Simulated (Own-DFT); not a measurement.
# Computed records: SiC (twinned 3C silicon carbide, strained, atoms displaced)

A calculation, not a measurement: plane-wave PBE density functional theory by an unreviewed code, no spin, of a simulated periodic cell, stress positive in tension, free energy of the whole cell less one offset for each atom, forces on such cells passed a denser k mesh, this cell's mesh not checked; offsets are fitted by least squares, one for each functional and potential file, so energies compare only between cells with the same atoms and settings and are not formation energies; the far tail of each file's local potential was reset to the Coulomb form; each entry is a single point on an unrelaxed cell, so the pressure reflects the starting lattice, mostly measured values (interpolated for alloys), from which strain is counted, and rises with the displacements; printed positions are rounded, which can move forces by about a meV/angstrom; the program, named Own-DFT, is a retired in-house code; no spin-orbit coupling. Program: Own-DFT development build.

Settings shared by all entries: functional PBE; potential files PseudoDojo norm-conserving, scalar-relativistic, standard set; wave cutoff 42 hartree; occupations Fermi-Dirac; smearing width 0.1 eV; k mesh 5 x 5 x 2 centred on Gamma.

(1) SiC (twinned 3C silicon carbide, strained, atoms displaced)

```
SiC
1.0
      4.4461    -4.3744    -0.1466
      0.0613     4.2891    -4.2967
      8.6951     8.8448     8.7374
Si C Si C Si C Si C Si C Si C Si C Si C Si C Si C Si C Si C Si C Si C Si C Si C Si C Si C Si C Si C Si C Si C Si C Si C
1 1 1 1 1 1 1 1 1 1 1 1 1 1 1 1 1 1 1 1 1 1 1 1 1 1 1 1 1 1 1 1 1 1 1 1 1 1 1 1 1 1 1 1 1 1 1 1
Direct
  0.00352 0.00350 0.43777
  0.00149 0.01557 0.06182
  0.17705 0.34961 0.10238
  0.17141 0.33504 0.22996
  0.32411 0.15800 0.26741
  0.33790 0.17993 0.39330
  0.99561 0.48781 0.43584
  0.01728 0.50651 0.05773
  0.16504 0.84235 0.10230
  0.17890 0.83864 0.22744
  0.33081 0.66906 0.26904
  0.32014 0.66669 0.39314
  0.49964 0.98543 0.44031
  0.49840 0.99987 0.05718
  0.66283 0.32566 0.10609
  0.68116 0.33172 0.22402
  0.83971 0.16191 0.27271
  0.83293 0.16360 0.39153
  0.49738 0.50311 0.43706
  0.49964 0.50934 0.05660
  0.67877 0.84792 0.10184
  0.65908 0.81778 0.22819
  0.84445 0.67302 0.26807
  0.84354 0.67186 0.39670
  0.99655 0.00299 0.93344
  0.98405 0.99351 0.56592
  0.83476 0.68397 0.60583
  0.83564 0.66943 0.72763
  0.64561 0.82514 0.77288
  0.66554 0.82939 0.89459
  0.98897 0.48712 0.93909
  0.99845 0.49529 0.56435
  0.84074 0.17199 0.60064
  0.83444 0.17335 0.73051
  0.66241 0.32217 0.76835
  0.67255 0.34163 0.89004
  0.49436 0.01134 0.93530
  0.50435 0.00813 0.56178
  0.32923 0.66941 0.60592
  0.33558 0.66682 0.72835
  0.17069 0.84430 0.77229
  0.18193 0.85542 0.89504
  0.50231 0.49267 0.93898
  0.50157 0.51478 0.56643
  0.34085 0.16201 0.59978
  0.32364 0.17270 0.72891
  0.17426 0.33676 0.76634
  0.17317 0.33917 0.89630
```

The calculation gives: free energy of cell above offsets -4.509 eV; pressure 0.8 GPa; stress xx 4.28 GPa; stress yy -4.62 GPa; stress zz -2.07 GPa; stress yz 6.76 GPa; stress xz -7.46 GPa; stress xy -1.9 GPa.

Force:
```csv
element,x (eV/Å),y (eV/Å),z (eV/Å)
Si,0.285,-0.55,0.186
C,-0.047,-0.492,0.335
Si,0.359,-0.735,0.845
C,-1.065,0.147,-0.555
Si,2.596,0.05,-0.999
C,0.124,-0.613,1.749
Si,0.759,1.063,-0.519
C,-0.771,3.245,0.725
Si,-0.03,-1.345,-0.218
C,-1.873,0.572,-0.036
Si,1.052,-1.147,0.854
C,0.914,-0.588,0.516
Si,-1.16,0.479,-2.425
C,0.789,1.598,0.398
Si,-0.773,-1.124,-2.276
C,0.51,2.045,1.217
Si,-1.615,-1.104,-0.996
C,0.571,1.115,1.602
Si,0.787,-0.092,-0.449
C,2.474,0.652,1.958
Si,-0.999,-0.188,0.888
C,0.56,0.572,-1.411
Si,-0.188,-0.2,1.359
C,-1.297,0.106,-0.033
Si,0.354,0.244,-0.055
C,1.354,-2.39,-2.915
Si,-0.726,-1.308,2.759
C,0.285,0.9,0.674
Si,1.928,-1.976,-1.423
C,0.049,1.042,0.106
Si,0.402,-1.112,-2.76
C,-0.087,0.149,-1.841
Si,0.317,2.493,1.433
C,-0.702,-1.771,0.488
Si,-0.014,1.186,-2.08
C,0.535,0.527,1.434
Si,0.89,-1.752,0.304
C,0.362,-1.283,1.003
Si,-0.305,-0.147,-0.167
C,-0.63,1.286,-0.413
Si,-1.281,-0.237,0.6
C,-1.672,-0.036,1.796
Si,-1.435,0.083,-2.028
C,-0.796,-1.914,0.257
Si,-0.212,3.471,-0.557
C,0.82,-3.548,0.031
Si,-0.519,3.125,0.961
C,-0.881,-0.497,-0.322
```

(2) SiC (twinned 3C silicon carbide, strained, atoms displaced)

```
SiC
1.0
      4.3555    -4.4903    -0.1205
      0.0249     4.3947    -4.2331
      8.3515     8.8621     8.4892
Si C Si C Si C Si C Si C Si C Si C Si C Si C Si C Si C Si C Si C Si C Si C Si C Si C Si C Si C Si C Si C Si C Si C Si C
1 1 1 1 1 1 1 1 1 1 1 1 1 1 1 1 1 1 1 1 1 1 1 1 1 1 1 1 1 1 1 1 1 1 1 1 1 1 1 1 1 1 1 1 1 1 1 1
Direct
  0.00584 0.00666 0.43156
  0.99892 0.99472 0.05792
  0.17070 0.34799 0.10808
  0.16061 0.32324 0.23407
  0.32779 0.15644 0.27027
  0.31948 0.15231 0.39544
  0.99137 0.49937 0.44449
  0.00022 0.48185 0.06326
  0.16735 0.82677 0.10583
  0.18076 0.83626 0.23283
  0.33002 0.66820 0.27086
  0.34366 0.68248 0.39739
  0.49304 0.98571 0.43576
  0.51100 0.99588 0.06452
  0.67780 0.33183 0.09773
  0.66575 0.34003 0.22903
  0.83149 0.17107 0.26693
  0.83345 0.16210 0.39612
  0.50152 0.50839 0.43451
  0.50701 0.51117 0.06150
  0.65326 0.82692 0.10324
  0.68284 0.83825 0.22626
  0.84100 0.67694 0.27247
  0.81983 0.65507 0.39749
  0.99324 0.99405 0.93607
  0.01304 0.01816 0.56617
  0.84828 0.67397 0.60968
  0.81667 0.64226 0.72885
  0.64881 0.83748 0.77149
  0.67314 0.82986 0.89271
  0.00568 0.50272 0.93400
  0.00435 0.49606 0.56230
  0.84518 0.17047 0.60468
  0.81498 0.16693 0.73205
  0.66454 0.33051 0.76819
  0.67266 0.34289 0.89584
  0.48885 0.00143 0.92883
  0.49378 0.00039 0.56276
  0.32704 0.64927 0.60804
  0.32143 0.65688 0.72986
  0.17841 0.82280 0.76729
  0.15783 0.83200 0.90436
  0.49806 0.50115 0.94138
  0.49797 0.49523 0.55995
  0.34468 0.17588 0.59819
  0.34963 0.17351 0.73379
  0.16579 0.33568 0.76886
  0.16791 0.32501 0.89952
```

The calculation gives: free energy of cell above offsets -2.075 eV; pressure 9.48 GPa; stress xx -10.93 GPa; stress yy -1.91 GPa; stress zz -15.58 GPa; stress yz 4.85 GPa; stress xz -7.54 GPa; stress xy -4.9 GPa.

Force:
```csv
element,x (eV/Å),y (eV/Å),z (eV/Å)
Si,0.212,1.205,2.347
C,1.494,1.768,1.302
Si,0.184,-3.57,2.132
C,-0.023,0.117,-1.694
Si,1.63,0.362,-1.402
C,1.424,-0.388,-1.479
Si,-1.379,-3.017,-1.638
C,-0.635,1.855,-2.539
Si,-0.59,-0.237,-1.217
C,-2.716,0.4,-0.109
Si,1.901,-1.734,1.043
C,-3.063,-1.555,2.444
Si,2.576,2.181,-2.125
C,-3.057,1.565,-1.483
Si,0.112,2.013,0.939
C,-0.428,-0.41,-0.25
Si,0.481,0.57,0.841
C,-0.686,1.023,-0.907
Si,-0.514,-0.159,1.567
C,-0.239,0.081,2.393
Si,3.003,-2.216,-0.784
C,-0.926,2.007,0.763
Si,-0.481,-1.333,0.834
C,1.2,-0.09,-1.193
Si,0.557,0.466,-0.1
C,-1.058,-1.32,0.948
Si,-2.326,-0.814,-1.17
C,2.351,1.781,-3.238
Si,0.99,-2.764,0.594
C,-1.338,1.984,0.311
Si,0.202,0.02,2.364
C,1.31,2.422,0.644
Si,-1.91,1.002,1.117
C,1.238,-2.843,-0.678
Si,1.228,1.445,1.33
C,-0.499,0.078,0.392
Si,3.094,0.121,1.317
C,0.993,-1.408,0.877
Si,-0.248,-1.137,-2.988
C,0.958,-0.88,-0.519
Si,-1.244,4.393,-0.204
C,-1.166,-2.67,-2.087
Si,-0.882,-1.574,-0.921
C,1.814,0.918,-1.523
Si,0.731,0.553,2.295
C,-3.734,0.093,0.28
Si,0.363,-0.27,3.356
C,-0.903,-0.034,-2.184
```

(3) SiC (twinned 3C silicon carbide, strained, atoms displaced)

```
SiC
1.0
      4.4529    -4.4237    -0.0715
     -0.0575     4.2946    -4.3605
      8.5256     8.6101     8.8569
Si C Si C Si C Si C Si C Si C Si C Si C Si C Si C Si C Si C Si C Si C Si C Si C Si C Si C Si C Si C Si C Si C Si C Si C
1 1 1 1 1 1 1 1 1 1 1 1 1 1 1 1 1 1 1 1 1 1 1 1 1 1 1 1 1 1 1 1 1 1 1 1 1 1 1 1 1 1 1 1 1 1 1 1
Direct
  0.99546 0.00845 0.43953
  0.00154 0.00322 0.06356
  0.15048 0.31883 0.10378
  0.16678 0.33920 0.22862
  0.34461 0.16540 0.26733
  0.33741 0.17449 0.39211
  0.01120 0.51430 0.43317
  0.99208 0.49675 0.06035
  0.16255 0.82934 0.10196
  0.17220 0.83483 0.22416
  0.34232 0.66015 0.26714
  0.34692 0.66666 0.39897
  0.50527 0.99554 0.44085
  0.47812 0.97994 0.06423
  0.65126 0.32582 0.10311
  0.67808 0.34498 0.22564
  0.81762 0.15764 0.27156
  0.84067 0.16642 0.39151
  0.50032 0.49070 0.43756
  0.48908 0.48154 0.06748
  0.67781 0.83804 0.10852
  0.64653 0.81109 0.22723
  0.83670 0.67218 0.26661
  0.85485 0.65665 0.40063
  0.98796 0.98167 0.94612
  0.99981 0.01615 0.56272
  0.82900 0.65791 0.60371
  0.82856 0.65758 0.73108
  0.66134 0.82057 0.76935
  0.67481 0.84068 0.90145
  0.99921 0.49512 0.94281
  0.00944 0.52336 0.56843
  0.85316 0.16530 0.59701
  0.84795 0.17167 0.72614
  0.65716 0.32095 0.76880
  0.66775 0.34694 0.89506
  0.49748 0.99725 0.94069
  0.50066 0.99460 0.55647
  0.31515 0.65619 0.60169
  0.32745 0.66144 0.73226
  0.17840 0.85219 0.77552
  0.17931 0.84616 0.89927
  0.49944 0.49647 0.93117
  0.50693 0.50181 0.56278
  0.33556 0.16647 0.59841
  0.34556 0.16924 0.73184
  0.18922 0.33696 0.76717
  0.15428 0.33018 0.89854
```

Results for SiC (twinned 3C silicon carbide, strained, atoms displaced): free energy of cell above offsets -2.248 eV; pressure 4.37 GPa; stress xx -4.26 GPa; stress yy -8.77 GPa; stress zz -0.07 GPa; stress yz 3.67 GPa; stress xz -4.19 GPa; stress xy -6.27 GPa.

Force:
```csv
element,x (eV/Å),y (eV/Å),z (eV/Å)
Si,0.253,-2.965,-0.205
C,-0.221,0.568,2.889
Si,2.138,0.947,-2.312
C,-1.223,-0.975,2.184
Si,-0.567,1.269,-0.737
C,-0.069,-0.696,2.078
Si,2.812,-2.249,3.037
C,0.521,1.192,2.081
Si,-0.078,-0.07,0.511
C,0.509,0.732,1.156
Si,-0.893,2.745,0.814
C,-1.365,-0.664,-0.862
Si,-1.933,-1.155,-2.835
C,2.158,-0.676,-0.909
Si,0.451,-1.426,-0.095
C,-0.348,0.113,2.095
Si,0.553,-1.5,-1.661
C,0.276,2.12,1.008
Si,1.216,-0.251,-1.124
C,-0.925,0.492,-2.37
Si,-3.438,-1.061,0.117
C,3.239,0.458,-1.432
Si,1.818,-0.003,0.821
C,-4.149,3.621,-3.916
Si,-0.585,-1.647,-3.86
C,1.241,-5.129,1.633
Si,0.884,2.363,-0.529
C,0.402,-0.362,-0.932
Si,1.284,0.894,-1.366
C,-1.935,-0.591,0.109
Si,-1.952,-1.11,-2.499
C,-3.263,-3.004,0.807
Si,-0.917,7.207,0.044
C,-0.884,-0.245,0.906
Si,3.336,-1.316,-0.873
C,0.354,-2.021,1.529
Si,0.498,-0.134,-1.138
C,2.214,1.973,1.669
Si,4.039,-0.422,-0.869
C,0.277,-0.345,-1.804
Si,-1.771,-0.928,2.041
C,-1.079,0.314,1.279
Si,0.325,3.014,1.292
C,-1.04,0.488,0.404
Si,1.166,0.252,0.711
C,-2.294,-1.172,-0.728
Si,-1.551,3.332,1.818
C,0.514,-1.978,0.023
```

(4) SiC (twinned 3C silicon carbide, strained, atoms displaced)

```
SiC
1.0
      4.3703    -4.3344    -0.1007
      0.1556     4.3893    -4.3209
      8.8758     9.0054     8.5574
Si C Si C Si C Si C Si C Si C Si C Si C Si C Si C Si C Si C Si C Si C Si C Si C Si C Si C Si C Si C Si C Si C Si C Si C
1 1 1 1 1 1 1 1 1 1 1 1 1 1 1 1 1 1 1 1 1 1 1 1 1 1 1 1 1 1 1 1 1 1 1 1 1 1 1 1 1 1 1 1 1 1 1 1
Direct
  0.98616 0.00084 0.43661
  0.98877 0.99890 0.06604
  0.16537 0.31787 0.09763
  0.16911 0.34004 0.22395
  0.32437 0.17178 0.27007
  0.30894 0.16189 0.39106
  0.99189 0.48909 0.43474
  0.99212 0.50043 0.05919
  0.15942 0.83595 0.10022
  0.14895 0.82920 0.23094
  0.32016 0.65324 0.27177
  0.32645 0.66236 0.39945
  0.50231 0.01111 0.43862
  0.50432 0.99983 0.06394
  0.67159 0.32593 0.10955
  0.67677 0.33143 0.23393
  0.82357 0.16481 0.26746
  0.82262 0.16277 0.39525
  0.50650 0.50209 0.43976
  0.50509 0.49369 0.06290
  0.67490 0.85233 0.10573
  0.66137 0.81908 0.23938
  0.83733 0.66551 0.26551
  0.82214 0.67867 0.39294
  0.00189 0.98397 0.94223
  0.99955 0.00646 0.56211
  0.84035 0.67329 0.60402
  0.82465 0.65440 0.73108
  0.65456 0.83264 0.77026
  0.65462 0.82585 0.89857
  0.00398 0.50883 0.93885
  0.00504 0.49851 0.56582
  0.82452 0.17826 0.60890
  0.82574 0.18675 0.72911
  0.65692 0.32177 0.76864
  0.65822 0.33182 0.89452
  0.49020 0.99154 0.93931
  0.49705 0.99725 0.56095
  0.33972 0.67158 0.60324
  0.32502 0.66469 0.72876
  0.16936 0.83947 0.76818
  0.16934 0.84980 0.89280
  0.48939 0.48116 0.94072
  0.48691 0.49855 0.56150
  0.33216 0.17081 0.60578
  0.33165 0.15475 0.73289
  0.16518 0.33027 0.76955
  0.15247 0.33478 0.89313
```

The calculation gives: free energy of cell above offsets -3.588 eV; pressure -0.44 GPa; stress xx 5.39 GPa; stress yy -1.35 GPa; stress zz -2.74 GPa; stress yz 2.17 GPa; stress xz -6.77 GPa; stress xy 7.01 GPa.

Force:
```csv
element,x (eV/Å),y (eV/Å),z (eV/Å)
Si,0.822,-0.728,0.63
C,0.064,-1.608,-0.971
Si,1.769,2.314,-1.6
C,-1.214,0.316,0.656
Si,0.287,-1.084,0.856
C,2.495,-0.004,0.103
Si,0.936,1.526,-0.578
C,1.492,0.065,0.507
Si,1.818,-0.467,2.267
C,1.334,-2.205,-2.068
Si,0.905,0.788,-0.597
C,-0.469,-0.261,-0.818
Si,-2.275,-0.358,0.634
C,-1.28,1.696,-0.399
Si,-1.028,0.125,-1.199
C,-3.113,1.6,-1.713
Si,2.791,-1.784,2.681
C,-0.317,0.335,-1.265
Si,-2.123,0.14,-0.236
C,0.074,1.054,0.214
Si,-0.896,-0.446,3.988
C,-2.515,0.252,-3.442
Si,0.663,1.733,2.399
C,1.055,-1.666,1.436
Si,-2.783,2.285,-2.568
C,0.269,0.71,0.447
Si,-0.556,0.266,0.492
C,0.139,0.735,-1.797
Si,1.045,-0.3,0.429
C,0.439,-0.812,0.157
Si,-2.394,-0.496,-0.304
C,-0.965,0.268,-1.167
Si,-0.549,-2.242,-0.083
C,0.889,-3.505,2.389
Si,1.241,3.301,-0.342
C,0.585,-0.75,0.579
Si,0.817,-0.573,-1.619
C,1.008,1.276,-0.521
Si,-0.961,0.74,0.518
C,0.516,-0.673,-0.314
Si,-1.292,0.219,2.446
C,0.517,-1.202,2.067
Si,-0.635,0.076,-1.943
C,2.215,-1.059,0.394
Si,-0.909,-0.51,0.226
C,-1.144,0.504,-2.558
Si,-0.16,1.004,0.124
C,1.394,-0.6,1.463
```
